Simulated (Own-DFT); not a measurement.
# What a defect does to the pressure of its cell: zincblende GaAs

Source: density functional calculations with Own-DFT, an unreviewed in-house program that is no longer used. Nothing was measured or relaxed, and spin and spin-orbit coupling are left out.

Method: PBE; PseudoDojo norm-conserving scalar-relativistic files; cutoff 42 hartree; 3 x 3 x 3 k mesh centred on Gamma; Fermi-Dirac smearing of 0.1 eV.

Caveats (not all hold for every row): not probed for a lower state with spin; forces not confirmed at this smearing and k mesh; stress not checked against mesh or cutoff.

All runs share one cell, with vectors in Å (10.862, 0.000, 0.000); (0.000, 10.862, 0.000); (0.000, 0.000, 11.796) and a volume of 1391.7 Å³, strained against the parent crystal. The atoms are randomly displaced, by u rms on each axis. The defect's site can differ from row to row.

```
cell,formula,u (Å),P (GPa)
no defect,As32Ga32,0.0291,6.68
no defect,As32Ga32,0.0317,6.72
no defect,As32Ga32,0.0504,7.01
one In on a Ga site,As32Ga31In,0.0289,7.40
one In on a Ga site,As32Ga31In,0.0300,7.45
one In on a Ga site,As32Ga31In,0.0300,7.37
one As vacancy and one Ga vacancy,As31Ga31,0.0269,5.94
one As vacancy and one Ga vacancy,As31Ga31,0.0301,6.07
one As vacancy and one Ga vacancy,As31Ga31,0.0479,6.29
one P on an As site,As31Ga32P,0.0282,6.32
one P on an As site,As31Ga32P,0.0301,6.35
one P on an As site,As31Ga32P,0.0522,6.87
one Al on a Ga site,AlAs32Ga31,0.0295,6.66
one Al on a Ga site,AlAs32Ga31,0.0298,6.66
one Al on a Ga site,AlAs32Ga31,0.0482,7.05
one Al on a Ga site,AlAs32Ga31,0.0530,?
```

## Analysis

P = P0 + c u² + a shift for each defect gives P0 = 6.45 GPa, c = 239 ± 18 GPa/Å² and a scatter of 0.05 GPa. The shifts, and each times the cell's volume:

- one In on a Ga site: 0.74 ± 0.04 GPa, 6.5 eV
- one Al on a Ga site: 0.01 ± 0.04 GPa, 0.1 eV (not resolved)
- one P on an As site: -0.29 ± 0.04 GPa, -2.6 eV
- one As vacancy and one Ga vacancy: -0.67 ± 0.04 GPa, -5.8 eV

Positive is outwards. The product with the volume (160.2 GPa Å³ to the eV) is nearly free of the cell's size; divided by the bulk modulus at the cell's pressure it gives the volume that the defect adds. The atoms around the defects weren't relaxed, which would change these numbers.

## Withheld run

Q: what pressure belongs in the blank (one Al on a Ga site, u = 0.0530 Å)?

The fit gives 7.13 ± 0.06 GPa. DFT gave 7.15 GPa.
